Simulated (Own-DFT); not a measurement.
# Stretching a layer in its plane: wurtzite AlGaN with randomly placed atoms, 72 atoms (Al27Ga9N36)

No measurement is shown. These are fixed-geometry runs of a retired plane-wave code named Own-DFT, which no person has reviewed; spin and spin-orbit coupling are neglected.

Settings: PBE; PseudoDojo norm-conserving scalar-relativistic files (stringent for Ga); cutoff 96 hartree; 4 x 4 x 3 k mesh centred on Gamma; Gaussian smearing of 0.01 eV.

Known weak points: forces on such cells passed a denser k mesh, each cell not checked; stress not checked against mesh or cutoff.

Unstrained cell vectors in Å: (9.394, 0.000, 0.000); (-4.697, 8.135, 0.000); (0.000, 0.000, 10.066). The unstrained cell has measured lattice constants (interpolated for alloys), not those of this functional. That, the random moves and any unrelaxed bonds set the pressure at no strain. Each run strains x and y alike by e, as a substrate would, and holds the height along z. All atoms carry random offsets, Gaussian with a width of 0.05 Å per axis. The random placing of the alloy's atoms differs from row to row. Stress is positive in tension.

```
e (%)  u (Å)  (s_xx + s_yy)/2 (GPa)  s_zz (GPa)
-3.00  0.053                 -25.89      -11.54
-1.75  0.048                 -16.63      -10.56
-1.00  0.049                      ?           ?
-0.75  0.046                  -9.81       -7.85
-0.50  0.057                  -8.64       -9.98
 1.00  0.046                  -1.14       -2.70
 1.75  0.049                   2.54       -2.91
 2.00  0.048                   4.12       -3.90
 2.25  0.050                   4.58       -1.89
 2.75  0.048                   7.16       -2.52
```

## Fit

With e as a fraction, the in-plane stress is -5.9 + 556 e - 3509 e² GPa (errors 7 and 430, scatter 0.37), and s_zz is -6.8 + 186 e GPa (slope ± 24, scatter 1.39). At e = 0 the first slope is C11 + C12 and the second 2 C13, both with the ions held to the strained lattice and at the cell's own pressure. The term in e² is negative: the layer stiffens under compression and softens under tension. A free layer would change its height as e changes, and the in-plane slope would drop by 2 C13²/C33 to the biaxial modulus. At fixed height, a misfit of 1 % moves the in-plane stress by about 5.6 GPa and s_zz by 1.9 GPa.

## Prediction

Question: what are the two stresses at e = -1.00 %?

The fit gives -11.8 and -8.6 GPa. Computed: -13.14 and -7.79 GPa. The miss is larger than the scatter suggests: chance, or a term that the fit lacks.
